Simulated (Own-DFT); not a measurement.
# Device materials side by side: how hard are they to compress?

Calculated, not measured: single-point runs of Own-DFT, a retired in-house plane-wave DFT program that no person has reviewed, on unrelaxed cells, without spin or spin-orbit coupling.

Keep in mind (not all hold for every row): forces on such cells moved up to 12 meV/angstrom on a denser k mesh; forces not confirmed at this smearing and k mesh; k mesh not checked against a denser one; forces on such cells passed a denser k mesh, each cell not checked; stress not checked against mesh or cutoff.

All runs are PBE with PseudoDojo norm-conserving files; cutoff and k mesh are each material's own. Every cell starts from measured lattice constants and was given uniform random strains and small random moves of its atoms. Each triple is the change of volume in per cent, the rms move u in Å and the pressure in GPa.

- 2H SiC (C36Si36), 10.36 Å³/atom unstrained: (-1.31, 0.053, 8.68); (-0.89, 0.054, 7.87); (-0.78, 0.050, 7.82); (0.08, 0.050, 5.63); (0.88, 0.054, 4.02); (1.67, 0.048, 2.06); (2.12, 0.053, 1.25)
- wurtzite AlN (Al36N36), 10.45 Å³/atom unstrained: (-1.66, 0.049, 9.39); (0.19, 0.051, 5.91); (0.38, 0.049, 4.86); (1.01, 0.050, 3.55); (1.46, 0.054, 2.93); (2.32, 0.050, 0.92); (2.44, 0.051, 0.88)
- wurtzite GaN (Ga48N48), 11.42 Å³/atom unstrained: withheld
- diamond silicon (Si64), 20.02 Å³/atom unstrained: (-3.70, 0.051, 6.58); (-3.22, 0.051, 6.26); (-1.94, 0.050, 4.77); (0.26, 0.047, 2.42); (0.92, 0.048, 1.69); (1.25, 0.054, 1.47); (1.53, 0.050, 1.28)
- zincblende GaAs (As32Ga32), 22.58 Å³/atom unstrained: (-1.61, 0.049, 5.43); (0.80, 0.046, 3.42); (1.00, 0.055, 3.38); (2.27, 0.050, 2.34); (2.68, 0.052, 2.12); (2.71, 0.049, 2.27); (3.09, 0.050, 2.05)
- zincblende InP (In48P48), 25.27 Å³/atom unstrained: (-3.60, 0.051, 6.61); (-2.57, 0.048, 5.58); (-1.24, 0.049, 4.57); (0.31, 0.052, 3.58); (1.12, 0.045, 2.82); (2.07, 0.050, 2.11); (2.67, 0.050, 1.74)
- grey tin (Sn64), 34.15 Å³/atom unstrained: (-2.44, 0.053, 5.02); (-1.03, 0.048, 4.21); (-1.02, 0.046, 4.25); (-0.81, 0.052, 4.10); (0.90, 0.052, 3.28); (1.34, 0.050, 3.13); (1.52, 0.049, 2.88)

## What the rows give

Fit a line to each set against the fractional change of volume; B is minus its slope, and u is nearly the same within a set. To take it to zero pressure, assume that B rises by 4 GPa for each GPa: B0 = B - 4 x (mean pressure). The bond length of an ideal tetrahedral crystal with the unstrained volume v is d = (√3/4)(8 v)^(1/3). Cohen's empirical rule reads B0 = (1971 - 220 L) d^(-3.5) GPa, with L = 0 for group IV crystals and SiC and 1 for III-V compounds.

| material | L | d (Å) | B (GPa) | mean P (GPa) | B0 (GPa) | rule (GPa) |
|---|---|---|---|---|---|---|
| 2H SiC (C36Si36) | 0 | 1.888 | 222 ± 4 | 5.3 | 201 ± 4 | 213 |
| wurtzite AlN (Al36N36) | 1 | 1.893 | 211 ± 7 | 4.1 | 194 ± 7 | 188 |
| wurtzite GaN (Ga48N48) | 1 | 1.950 | ? | ? | ? | 169 |
| diamond silicon (Si64) | 0 | 2.352 | 105 ± 2 | 3.5 | 91 ± 2 | 99 |
| zincblende GaAs (As32Ga32) | 1 | 2.448 | 73 ± 3 | 3.0 | 61 ± 3 | 76 |
| zincblende InP (In48P48) | 1 | 2.541 | 76 ± 2 | 3.9 | 61 ± 2 | 67 |
| grey tin (Sn64) | 0 | 2.810 | 51 ± 2 | 3.8 | 36 ± 2 | 53 |

A line through ln[B0/(1971 - 220 L)] against ln d has a slope of -4.3 ± 0.3 and a scatter of 10 %. Against the rule, B0 stands at 94 % for 2H SiC, 104 % for wurtzite AlN, 92 % for diamond silicon, 80 % for zincblende GaAs, 91 % for zincblende InP, 68 % for grey tin. PBE tends to make silicon and heavier crystals too soft, and the rule itself is only a guide.

## The run left out

Q: what B0 does the fitted trend give for wurtzite GaN (Ga48N48)?

Estimate: 167 GPa. Its own runs give B = 211 ± 10 GPa at a mean pressure of 9.6 GPa, so B0 = 172 GPa.
